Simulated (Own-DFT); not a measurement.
# Which defects push the lattice out? C40 NbSi2

Everything here is calculated. The program is Own-DFT (plane waves, in-house, since retired, never reviewed by a person); positions were held fixed, and spin and spin-orbit coupling were off.

All runs used: PBE; PseudoDojo norm-conserving scalar-relativistic files; cutoff 42 hartree; 4 x 4 x 5 k mesh centred on Gamma; cold (Marzari-Vanderbilt) smearing of 0.2 eV.

Limits: forces on such cells failed a check on a denser k mesh; stress not checked against mesh or cutoff.

All runs share one cell, with vectors in Å (0.000, 8.324, 0.000); (-9.613, 0.000, 0.000); (0.000, 0.000, 6.586) and a volume of 527.0 Å³. Atoms were moved at random from their sites; u is the rms move along one axis. The defect's site can differ from row to row.

| cell | formula | u (Å) | P (GPa) |
|---|---|---|---|
| no defect | Nb12Si24 | 0.0188 | 1.46 |
| no defect | Nb12Si24 | 0.0191 | 1.48 |
| no defect | Nb12Si24 | 0.0515 | 2.58 |
| one Si vacancy | Nb12Si23 | 0.0288 | 1.08 |
| one Si vacancy | Nb12Si23 | 0.0315 | 0.94 |
| one Si vacancy | Nb12Si23 | 0.0460 | 1.74 |
| two Nb on a Si site each | Nb14Si22 | 0.0289 | ? |
| two Nb on a Si site each | Nb14Si22 | 0.0311 | 7.63 |
| two Nb on a Si site each | Nb14Si22 | 0.0455 | 8.29 |
| two Nb on a Si site each | Nb14Si22 | 0.0542 | 8.48 |
| two Si on a Nb site each | Nb10Si26 | 0.0282 | 1.61 |
| two Si on a Nb site each | Nb10Si26 | 0.0465 | 2.23 |
| two Si on a Nb site each | Nb10Si26 | 0.0540 | 2.33 |
| two Nb vacancies | Nb10Si24 | 0.0285 | -0.14 |
| two Nb vacancies | Nb10Si24 | 0.0519 | 0.06 |
| two Nb vacancies | Nb10Si24 | 0.0527 | 1.06 |

## Analysis

P = P0 + c u² + a shift for each defect gives P0 = 1.35 GPa, c = 434 ± 76 GPa/Å² and a scatter of 0.25 GPa. The shifts, and each times the cell's volume:

- two Nb on a Si site each: 5.92 ± 0.22 GPa, 19.5 eV (9.7 eV for each of its 2 sites)
- two Si on a Nb site each: -0.15 ± 0.22 GPa, -0.5 eV (-0.2 eV for each of its 2 sites) (not resolved)
- one Si vacancy: -0.67 ± 0.21 GPa, -2.2 eV
- two Nb vacancies: -1.93 ± 0.22 GPa, -6.4 eV (-3.2 eV for each of its 2 sites)

Positive is outwards. The product with the volume (160.2 GPa Å³ to the eV) is nearly free of the cell's size; divided by the bulk modulus at the cell's pressure it gives the volume that the defect adds. The atoms around the defects weren't relaxed, which would change these numbers.

## Prediction

Q: what pressure belongs in the blank (two Nb on a Si site each, u = 0.0289 Å)?

From the fit: 7.63 ± 0.31 GPa. The hidden result is 7.52 GPa.
